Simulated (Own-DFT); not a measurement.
# Which defects push the lattice out? zincblende GaAs

Calculated, not measured: single-point runs of Own-DFT, a retired in-house plane-wave DFT program that no person has reviewed, on unrelaxed cells, without spin or spin-orbit coupling.

All runs used: PBE; PseudoDojo norm-conserving scalar-relativistic files; cutoff 42 hartree; 3 x 3 x 3 k mesh centred on Gamma; Fermi-Dirac smearing of 0.1 eV.

Caveats (not all hold for every row): not probed for a lower state with spin; forces not confirmed at this smearing and k mesh; stress not checked against mesh or cutoff.

All runs share one cell, with vectors in Å (11.737, 0.000, 0.000); (0.000, 11.737, 0.000); (0.000, 0.000, 10.919) and a volume of 1504.3 Å³, strained against the parent crystal. The atoms are randomly displaced, by u rms on each axis. The defect's site can differ from row to row.

```
cell,formula,u (Å),P (GPa)
no defect,As32Ga32,0.0278,0.72
no defect,As32Ga32,0.0480,0.94
no defect,As32Ga32,0.0503,1.07
one As vacancy and one Ga vacancy,As31Ga31,0.0283,0.42
one As vacancy and one Ga vacancy,As31Ga31,0.0310,0.48
one As vacancy and one Ga vacancy,As31Ga31,0.0503,0.66
one Al on a Ga site,AlAs32Ga31,0.0273,0.73
one Al on a Ga site,AlAs32Ga31,0.0478,1.01
one Al on a Ga site,AlAs32Ga31,0.0513,1.02
one In on a Ga site,As32Ga31In,0.0277,1.35
one In on a Ga site,As32Ga31In,0.0294,1.34
one In on a Ga site,As32Ga31In,0.0477,1.50
one P on an As site,As31Ga32P,0.0299,0.54
one P on an As site,As31Ga32P,0.0305,?
one P on an As site,As31Ga32P,0.0482,0.82
one P on an As site,As31Ga32P,0.0513,0.77
```

## Worked fit

P = P0 + c u² + a shift for each defect gives P0 = 0.63 GPa, c = 148 ± 14 GPa/Å² and a scatter of 0.04 GPa. The shifts, and each times the cell's volume:

- one In on a Ga site: 0.57 ± 0.03 GPa, 5.4 eV
- one Al on a Ga site: 0.01 ± 0.03 GPa, 0.1 eV (not resolved)
- one P on an As site: -0.21 ± 0.03 GPa, -2.0 eV
- one As vacancy and one Ga vacancy: -0.32 ± 0.03 GPa, -3.0 eV

A positive shift means that the defect pushes the cell outwards. Shift times volume (160.2 GPa Å³ is 1 eV) depends little on the cell's size, so, taken for each site, it can be compared between cells at like pressure. The atoms around the defects weren't relaxed, which would change these numbers.

## Check

The question: what pressure belongs in the blank (one P on an As site, u = 0.0305 Å)?

The fitted form gives 0.56 ± 0.05 GPa. The calculation gave 0.53 GPa.
